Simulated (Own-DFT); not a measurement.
# What a defect does to the pressure of its cell: 4H SiC

Calculated, not measured: single-point runs of Own-DFT, a retired in-house plane-wave DFT program that no person has reviewed, on unrelaxed cells, without spin or spin-orbit coupling.

Settings: PBE; PseudoDojo norm-conserving scalar-relativistic files; cutoff 42 hartree; 4 x 4 x 3 k mesh centred on Gamma; Fermi-Dirac smearing of 0.1 eV.

Known weak points (not all hold for every row): some atoms lie very close together; not probed for a lower state with spin; forces on such cells failed a check on a denser k mesh; forces on such cells passed a denser k mesh, each cell not checked; stress not checked against mesh or cutoff.

All runs share one cell, with vectors in Å (9.248, 0.000, 0.000); (-4.624, 8.009, 0.000); (0.000, 0.000, 10.068) and a volume of 745.7 Å³. u is the rms random offset of the atoms per axis. The defect's site can differ from row to row.

| cell | formula | u (Å) | P (GPa) |
|---|---|---|---|
| no defect | C36Si36 | 0.0289 | 3.79 |
| no defect | C36Si36 | 0.0309 | 3.71 |
| no defect | C36Si36 | 0.0573 | 6.02 |
| one C on a Si site | C37Si35 | 0.0479 | 3.09 |
| one C on a Si site | C37Si35 | 0.0481 | 2.99 |
| one C on a Si site | C37Si35 | 0.0538 | 3.62 |
| one C vacancy | C35Si36 | 0.0288 | 3.68 |
| one C vacancy | C35Si36 | 0.0289 | 3.37 |
| one C vacancy | C35Si36 | 0.0457 | 4.60 |
| one Si on a C site | C35Si37 | 0.0484 | 11.81 |
| one Si on a C site | C35Si37 | 0.0506 | 12.26 |
| one Si on a C site | C35Si37 | 0.0510 | 11.12 |
| one Al on a Si site and one N on a C site | AlC35NSi35 | 0.0485 | 5.20 |
| one Al on a Si site and one N on a C site | AlC35NSi35 | 0.0489 | 5.25 |
| one Al on a Si site and one N on a C site | AlC35NSi35 | 0.0495 | ? |
| one Al on a Si site and one N on a C site | AlC35NSi35 | 0.0495 | 5.39 |

## Working it out

P = P0 + c u² + a shift for each defect gives P0 = 2.95 GPa, c = 919 ± 137 GPa/Å² and a scatter of 0.31 GPa. The shifts, and each times the cell's volume:

- one Si on a C site: 6.47 ± 0.28 GPa, 30.1 eV
- one Al on a Si site and one N on a C site: 0.12 ± 0.27 GPa, 0.6 eV (not resolved)
- one C vacancy: -0.22 ± 0.26 GPa, -1.0 eV (not resolved)
- one C on a Si site: -2.01 ± 0.28 GPa, -9.4 eV

A positive shift means that the defect pushes the cell outwards. Shift times volume (160.2 GPa Å³ is 1 eV) depends little on the cell's size, so, taken for each site, it can be compared between cells at like pressure. The atoms around the defects weren't relaxed, which would change these numbers.

## The run left out

Q: what pressure belongs in the blank (one Al on a Si site and one N on a C site, u = 0.0495 Å)?

The fit gives 5.32 ± 0.36 GPa. The hidden result is 5.23 GPa.
